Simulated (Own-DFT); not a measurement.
# How strain changes the stress of diamond-structure GeSn with randomly placed atoms, 64 atoms (Ge52Sn12)

These are calculations, not measurements. They come from Own-DFT, an in-house plane-wave density functional program, since retired, whose code no person has reviewed. Each row is one single-point run on a periodic cell that was not relaxed, without spin or spin-orbit coupling.

Settings of every run: PBE; PseudoDojo norm-conserving scalar-relativistic files; cutoff 49 hartree; 3 x 3 x 3 k mesh centred on Gamma; Fermi-Dirac smearing of 0.1 eV.

Known limits: forces on such cells moved up to 12 meV/angstrom on a denser k mesh; stress not checked against mesh or cutoff.

Unstrained cell vectors in Å: (11.628, 0.000, 0.000); (0.000, 11.628, 0.000); (0.000, 0.000, 11.628). The unstrained cell has measured lattice constants (interpolated for alloys), not those of this functional. That, the random moves and any unrelaxed bonds set the pressure at no strain. Each run strains this cell uniformly, with the atoms carried along. Every atom was also moved at random, by a Gaussian of width 0.05 Å on each axis. The random placing of the alloy's atoms differs from row to row. Strain is the symmetric tensor, in per cent. Stress is positive in tension, and the pressure is minus a third of its trace.

| run | e_xx (%) | e_yy (%) | e_zz (%) | s_xx (GPa) | s_yy (GPa) | s_zz (GPa) | P (GPa) | E (meV/atom) |
|---|---|---|---|---|---|---|---|---|
| 1 | -2.50 | -2.50 | 0.00 | -10.30 | -10.12 | -8.74 | 9.72 | 104.1 |
| 2 | 1.00 | 1.00 | 0.00 | -3.98 | -3.82 | -4.28 | 4.02 | 28.7 |
| 3 | 2.50 | 2.50 | 0.00 | -1.57 | -1.50 | -2.69 | 1.92 | 0.0 |
| 4 | -2.75 | -2.75 | 0.00 | -10.75 | -10.69 | -9.18 | 10.21 | 111.2 |
| 5 | 1.25 | 1.25 | 0.00 | -3.56 | -3.55 | -4.19 | 3.77 | 31.5 |
| 6 | -1.75 | -1.75 | 0.00 | -8.50 | -8.72 | -7.89 | 8.37 | 85.3 |
| 7 | 0.25 | 0.25 | 0.00 | -5.20 | -5.28 | -5.26 | 5.25 | 51.4 |
| 8 | 2.75 | 2.75 | 0.00 | -1.41 | -1.37 | -2.63 | 1.80 | 10.2 |
| 9 | -2.25 | -2.25 | 0.00 | ? | ? | ? | ? | ? |

E is the free energy for each atom above the lowest run shown.

## Worked fit

The change of volume is close to e_xx + e_yy + e_zz. A straight line through the runs shown gives P = 5.81 - 77 x (fractional change of volume) GPa, with an error of 2 on the slope and a scatter of 0.20 GPa. The strain isn't the same on all axes, but the crystal is cubic, so the slope still estimates the bulk modulus, averaged over pressures from 1.8 to 10.2 GPa.

## Withheld run

Question: what pressure should run 9 give? Its volume changes by -4.45 %.

The line gives 9.3 GPa. The calculation gave 9.41 GPa.
